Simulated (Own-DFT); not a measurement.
# Computed records: AlGa3N4 (wurtzite random alloy, strained, atoms displaced)

A calculation, not a measurement: plane-wave PBE density functional theory by an unreviewed code, no spin, of a simulated periodic cell, stress positive in tension, free energy of the whole cell less one offset for each atom, forces on such cells passed a denser k mesh, this cell's mesh not checked; offsets are fitted by least squares, one for each functional and potential file, so energies compare only between cells with the same atoms and settings and are not formation energies; the far tail of each file's local potential was reset to the Coulomb form; each entry is a single point on an unrelaxed cell, so the pressure reflects the starting lattice, mostly measured values, from which strain is counted, and rises with the displacements; printed positions are rounded, which can move forces by about a meV/angstrom; the program is a retired in-house code; no spin-orbit coupling. Program: Own-DFT development build.

Settings shared by all entries: functional PBE; potential files PseudoDojo norm-conserving, scalar-relativistic, standard set with the stringent files for Ga; wave cutoff 96 hartree; occupations Gaussian; smearing width 0.01 eV; k mesh 4 x 4 x 3 centred on Gamma.

(1) AlGa3N4 (wurtzite random alloy, strained, atoms displaced)

```xyz
72
Lattice="9.5330 0.0000 0.0000 -4.7665 8.2558 0.0000 0.0000 0.0000 10.2685" Properties=species:S:1:pos:R:3 AlGa3N4
Ga    -0.0663     1.8508     0.0201
Ga     1.5406     0.9209     2.5242
N      0.0349     1.8398     1.9779
N      1.6684     1.0108     4.5841
Al    -0.0546     1.7343     5.1624
Al     1.5851     0.8230     7.6894
N     -0.1054     1.7861     7.0725
N      1.5541     0.8501     9.6542
Ga    -1.5635     4.5871     0.0131
Ga    -0.0114     3.6145     2.5458
N     -1.6147     4.5583     1.9318
N     -0.0025     3.6924     4.5787
Ga    -1.6248     4.5949     5.0542
Ga     0.0278     3.5816     7.6990
N     -1.5299     4.6501     7.0968
N      0.0574     3.6343     9.5936
Al    -3.0968     7.3327    10.1963
Ga    -1.5864     6.4095     2.5633
N     -3.1800     7.3334     1.8750
N     -1.6773     6.4084     4.4648
Al    -3.2206     7.3246     5.1643
Ga    -1.4992     6.4551     7.7589
N     -3.1512     7.2971     7.0596
N     -1.6730     6.3766     9.6321
Al     3.1900     1.7893    10.2269
Ga     4.7797     1.0313     2.6293
N      3.0982     1.8110     1.9142
N      4.7935     0.8822     4.5862
Ga     3.1107     1.8427     5.1242
Ga     4.7831     0.9636     7.7111
N      3.2246     1.7433     7.1039
N      4.8167     0.9044     9.6674
Ga     1.5685     4.6150    10.2243
Ga     3.2541     3.6785     2.5939
N      1.6204     4.5473     1.9220
N      3.1602     3.6524     4.4427
Ga     1.6717     4.5367     5.1387
Ga     3.1545     3.6773     7.6972
N      1.6215     4.5697     7.0393
N      3.2183     3.7248     9.6065
Al    -0.0221     7.3868     0.0819
Ga     1.6028     6.4192     2.5979
N     -0.0107     7.4015     1.9009
N      1.5707     6.3102     4.4228
Ga    -0.0174     7.3613     5.1177
Ga     1.6470     6.4314     7.7266
N     -0.0876     7.2725     7.0737
N      1.5359     6.4212     9.6026
Ga     6.3321     1.8713    10.2644
Ga     7.9708     0.9431     2.6583
N      6.3183     1.9318     1.9120
N      7.8730     0.9153     4.5792
Ga     6.3695     1.7920     5.1181
Al     7.9106     0.9857     7.7016
N      6.3922     1.8637     7.0830
N      8.0300     0.9401     9.6381
Al     4.7635     4.5541     0.0080
Al     6.3748     3.6189     2.5222
N      4.7124     4.6118     1.9565
N      6.3831     3.7074     4.5321
Ga     4.8232     4.6381     5.0531
Ga     6.3113     3.6708     7.6254
N      4.8149     4.5836     7.0515
N      6.4091     3.6525     9.6676
Ga     3.1646     7.3476    10.2323
Ga     4.8643     6.4575     2.5956
N      3.1663     7.2967     1.9141
N      4.8746     6.3653     4.5473
Ga     3.1798     7.3097     5.1630
Ga     4.7922     6.2926     7.6592
N      3.0795     7.2850     7.0458
N      4.6484     6.4286     9.6019
```

```
free energy of cell above offsets : -9.302 eV
pressure                          : 6.14 GPa
stress xx                         : -5.78 GPa
stress yy                         : -5.89 GPa
stress zz                         : -6.75 GPa
stress yz                         : 0.36 GPa
stress xz                         : 0.53 GPa
stress xy                         : -1.31 GPa
```

Force:
```csv
element,x (eV/Å),y (eV/Å),z (eV/Å)
Ga,1.923,-0.063,0.057
Ga,1.401,-0.684,0.912
N,-1.649,-0.556,-0.49
N,-4.61,-3.246,-1.241
Al,0.96,2.14,0.093
Al,-0.351,0.655,0.261
N,1.905,-1.085,-0.559
N,1.276,0.788,-0.787
Ga,0.181,-0.46,-0.669
Ga,0.87,1.767,1.269
N,-0.103,-0.253,0.434
N,-0.039,-2.023,-0.847
Ga,1.689,0.487,1.924
Ga,-0.534,1.424,-1.053
N,-0.708,-1.259,-0.426
N,-0.744,0.293,0.94
Al,-2.73,-0.216,0.695
Ga,0.169,0.416,-0.364
N,0.573,0.342,-0.489
N,0.222,1.289,0.526
Al,1.87,0.711,0.102
Ga,-2.255,-1.739,-0.399
N,-0.65,0.68,-0.228
N,1.909,1.158,1.282
Al,-0.621,0.803,0.181
Ga,-0.911,-1.301,-0.649
N,1.469,0.493,-0.655
N,-0.582,1.303,-1.13
Ga,3.114,1.042,1.38
Ga,0.742,-1.535,-0.041
N,-2.203,1.162,-0.128
N,-1.416,-0.27,0.101
Ga,0.832,-0.392,0.849
Ga,-1.942,-0.551,-1.477
N,-0.65,0.329,-0.11
N,1.692,-0.086,1.479
Ga,-1.765,0.28,-0.211
Ga,0.734,-0.63,-0.196
N,-0.284,-0.1,0.642
N,0.116,-1.691,0.93
Al,0.28,-0.865,-1.69
Ga,-0.425,-0.519,-1.922
N,0.173,-0.192,0.997
N,0.339,1.628,2.193
Ga,-0.267,-2.102,0.415
Ga,-2.524,-1.037,-0.448
N,3.388,2.229,-0.767
N,-0.776,1.071,1.261
Ga,1.078,-0.653,-0.256
Ga,-0.748,-0.853,-1.614
N,0.889,-1.315,0.973
N,2.432,-0.845,-0.798
Ga,-1.268,1.789,1.139
Al,0.036,-1.609,0.595
N,-0.216,-0.903,-0.098
N,-2.561,-0.434,-1.09
Al,0.172,1.067,-0.144
Al,-0.591,2.268,0.828
N,2.602,-0.315,-0.835
N,-0.894,-1.948,-2.053
Ga,-0.928,-2.471,1.181
Ga,2.306,0.621,1.154
N,-1.496,-1.296,-1.267
N,-1.565,0.985,-0.508
Ga,-0.461,0.113,0.439
Ga,-1.543,-0.567,-0.795
N,0.707,1.298,0.915
N,-1.27,2.895,-0.704
Ga,-0.658,-0.926,-0.72
Ga,-0.43,2.639,1.062
N,2.486,2.147,0.243
N,2.832,-1.324,0.41
```

(2) AlGa3N4 (wurtzite random alloy, strained, atoms displaced)

```xyz
72
Lattice="9.5330 0.0000 0.0000 -4.7665 8.2558 0.0000 0.0000 0.0000 10.2685" Properties=species:S:1:pos:R:3 AlGa3N4
Ga    -0.0012     1.7853     0.0873
Ga     1.6351     0.9916     2.5221
N     -0.0243     1.7823     1.9859
N      1.6141     0.9676     4.4108
Ga     0.0250     1.8132     5.1561
Ga     1.5759     0.9778     7.7014
N      0.0002     1.7991     7.1347
N      1.4845     0.8348     9.6114
Ga    -1.6796     4.6695    10.2060
Ga     0.0242     3.6111     2.5676
N     -1.5562     4.5348     1.8500
N     -0.0008     3.6723     4.5712
Ga    -1.6591     4.5779     5.1852
Al     0.0653     3.6270     7.6820
N     -1.6037     4.5593     7.0837
N     -0.0383     3.5558     9.7391
Ga    -3.2413     7.2607     0.0278
Ga    -1.5664     6.4411     2.5299
N     -3.1062     7.3172     1.8609
N     -1.5464     6.3530     4.4340
Ga    -3.2444     7.3230     5.1117
Ga    -1.6331     6.4469     7.7280
N     -3.2205     7.3416     7.1455
N     -1.5693     6.4245     9.6302
Al     3.2858     1.7726    10.2426
Ga     4.8747     0.8921     2.5659
N      3.1936     1.8739     1.9115
N      4.7523     0.9091     4.5094
Ga     3.2814     1.8436     5.0779
Ga     4.8570     1.0184     7.6527
N      3.1165     1.8685     7.0433
N      4.8210     0.8596     9.6510
Al     1.4916     4.5318     0.0290
Ga     3.2137     3.6652     2.5452
N      1.6325     4.5577     1.9686
N      3.2604     3.6537     4.4767
Ga     1.6302     4.5802     5.0179
Ga     3.2856     3.7023     7.6559
N      1.5603     4.5835     7.0806
N      3.2230     3.6386     9.5985
Ga     0.0793     7.3564    10.2622
Ga     1.5988     6.3370     2.6023
N      0.0622     7.3197     2.0053
N      1.5664     6.5016     4.5913
Ga     0.0209     7.3500     5.0838
Al     1.4762     6.4287     7.7323
N     -0.0397     7.3224     7.0761
N      1.5684     6.4275     9.6187
Ga     6.3979     1.8222    10.2389
Ga     8.0069     0.8643     2.5638
N      6.4050     1.7772     2.0489
N      7.9424     0.9644     4.4877
Ga     6.3630     1.8437     5.1871
Ga     7.9688     0.9652     7.7103
N      6.2858     1.7917     7.1224
N      7.9753     0.9807     9.5812
Al     4.7857     4.5474    10.1752
Ga     6.3506     3.7153     2.5525
N      4.8776     4.5543     1.9042
N      6.3755     3.6998     4.5652
Ga     4.8144     4.5605     5.1764
Al     6.4015     3.7679     7.7214
N      4.8479     4.6819     7.1111
N      6.3637     3.6744     9.7043
Ga     3.1901     7.3003    10.2335
Al     4.8647     6.5393     2.6153
N      3.1715     7.3677     1.9446
N      4.7002     6.3744     4.4841
Al     3.1573     7.3059     5.1999
Al     4.7534     6.3619     7.7170
N      3.1018     7.3169     7.0814
N      4.8008     6.4416     9.6205
```

```
free energy of cell above offsets : -9.528 eV
pressure                          : 5.87 GPa
stress xx                         : -7.08 GPa
stress yy                         : -4.68 GPa
stress zz                         : -5.86 GPa
stress yz                         : 0.14 GPa
stress xz                         : 0.43 GPa
stress xy                         : -0.77 GPa
```

Force:
```csv
element,x (eV/Å),y (eV/Å),z (eV/Å)
Ga,0.109,-0.148,-0.884
Ga,0.05,-1.081,-0.321
N,1.088,0.468,-0.282
N,0.103,-0.836,1.468
Ga,-0.086,0.26,-0.16
Ga,0.382,-1.326,0.565
N,-0.167,1.691,-1.305
N,2.406,0.848,1.143
Ga,1.958,-1.511,0.936
Ga,-0.935,0.647,0.402
N,0.112,0.69,1.258
N,-0.069,-0.104,-0.852
Ga,1.954,0.546,-0.531
Al,-0.754,0.262,0.767
N,0.878,-0.352,1.21
N,0.713,2.25,-1.876
Ga,1.598,1.378,-1.379
Ga,0.468,-1.228,-0.133
N,-1.238,0.697,2.184
N,-1.013,0.967,1.064
Ga,1.285,0.393,0.457
Ga,0.515,0.129,-0.71
N,-0.766,-0.233,-1.269
N,0.008,0.968,0.359
Al,-1.714,0.484,-0.111
Ga,-1.361,0.15,0.18
N,0.961,-0.841,-1.078
N,1.381,0.029,-0.22
Ga,-2.068,-0.165,0.738
Ga,-4.703,-3.289,1.473
N,1.634,0.09,-0.135
N,-0.648,1.528,-0.365
Al,1.134,0.095,-0.752
Ga,1.323,0.437,-0.392
N,-0.51,-0.268,-1.047
N,-0.42,0.593,0.326
Ga,-0.41,0.2,1.768
Ga,-1.957,-0.069,0.326
N,0.429,0.43,0.115
N,-0.472,-0.071,1.203
Ga,-1.189,-0.782,0.88
Ga,0.526,1.379,0.257
N,-0.255,-0.081,-1.097
N,1.983,-1.39,-1.297
Ga,-1.669,-0.207,1.284
Al,1.036,-0.429,-1.031
N,0.36,0.587,0.03
N,0.583,-1.817,0.106
Ga,0.041,0.048,1.32
Ga,-1.275,0.557,0.877
N,0.431,1.359,-1.745
N,0.216,-1.631,1.444
Ga,0.174,-0.2,-0.906
Ga,-0.619,-1.348,-0.446
N,3.99,3.865,-1.109
N,-0.534,-1.409,1.378
Al,-0.536,0.57,1.546
Ga,1.588,-1.349,0.488
N,-2.218,2.23,-0.901
N,-0.729,-1.059,-0.779
Ga,-0.444,0.525,-0.602
Al,-0.388,-1.551,0.506
N,0.364,-1.641,-0.138
N,-1.199,-0.077,-2.313
Ga,-0.21,0.775,0.186
Al,-1.16,-1.687,-1.284
N,1.247,-1.969,-0.172
N,-0.106,1.026,0.066
Al,0.026,0.982,-0.487
Al,-0.447,2.979,0.12
N,0.69,-0.569,0.451
N,-1.479,-2.395,-0.773
```
